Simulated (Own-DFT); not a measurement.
# How strain changes the stress of diamond-structure SiGeSn with randomly placed atoms, 64 atoms (Ge48Si8Sn8)

All numbers below are calculated, not measured. They come from Own-DFT, an in-house plane-wave density functional program, since retired, whose code no person has reviewed. Each row is one single-point run on a periodic cell that was not relaxed, without spin or spin-orbit coupling.

Settings of every run: PBE; PseudoDojo norm-conserving scalar-relativistic files; cutoff 49 hartree; 3 x 3 x 3 k mesh centred on Gamma; Fermi-Dirac smearing of 0.1 eV.

Known limits: forces on such cells moved up to 12 meV/angstrom on a denser k mesh; stress not checked against mesh or cutoff.

Unstrained cell vectors in Å: (11.467, 0.000, 0.000); (0.000, 11.467, 0.000); (0.000, 0.000, 11.467). The unstrained cell has measured lattice constants (interpolated for alloys), not those of this functional. That, the random moves and any unrelaxed bonds set the pressure at no strain. Each run strains this cell uniformly, with the atoms carried along. Every atom was also moved at random, by a Gaussian of width 0.05 Å on each axis. The random placing of the alloy's atoms differs from row to row. Strain is the symmetric tensor, in per cent. Stress is positive in tension, and the pressure is minus a third of its trace.

```
run,e_xx (%),e_yy (%),e_zz (%),s_xx (GPa),s_yy (GPa),s_zz (GPa),P (GPa),E (meV/atom)
1,-1.50,-1.50,0.00,-7.75,-7.76,-6.79,7.43,51.4
2,2.75,2.75,0.00,-0.73,-0.78,-2.14,1.22,5.4
3,-2.50,-2.50,0.00,-10.08,-10.01,-8.31,9.47,86.5
4,-0.25,-0.25,0.00,-5.49,-5.40,-5.45,5.44,38.8
5,2.50,2.50,0.00,-1.05,-1.09,-2.54,1.56,9.5
6,-2.25,-2.25,0.00,-9.47,-9.75,-8.23,9.15,96.3
7,-2.75,-2.75,0.00,-10.74,-10.43,-8.61,9.93,95.3
8,2.25,2.25,0.00,-1.34,-1.30,-2.41,1.68,0.0
9,1.75,1.75,0.00,?,?,?,?,?
```

E is the free energy for each atom above the lowest run shown.

## Worked fit

The change of volume is close to e_xx + e_yy + e_zz. A straight line through the runs shown gives P = 5.43 - 79 x (fractional change of volume) GPa, with an error of 2 on the slope and a scatter of 0.27 GPa. The strain isn't the same on all axes, but the crystal is cubic, so the slope still estimates the bulk modulus, averaged over pressures from 1.2 to 9.9 GPa.

## Withheld run

Question: what pressure should run 9 give? Its volume changes by 3.53 %.

The line gives 2.6 GPa. The calculation gave 2.64 GPa.
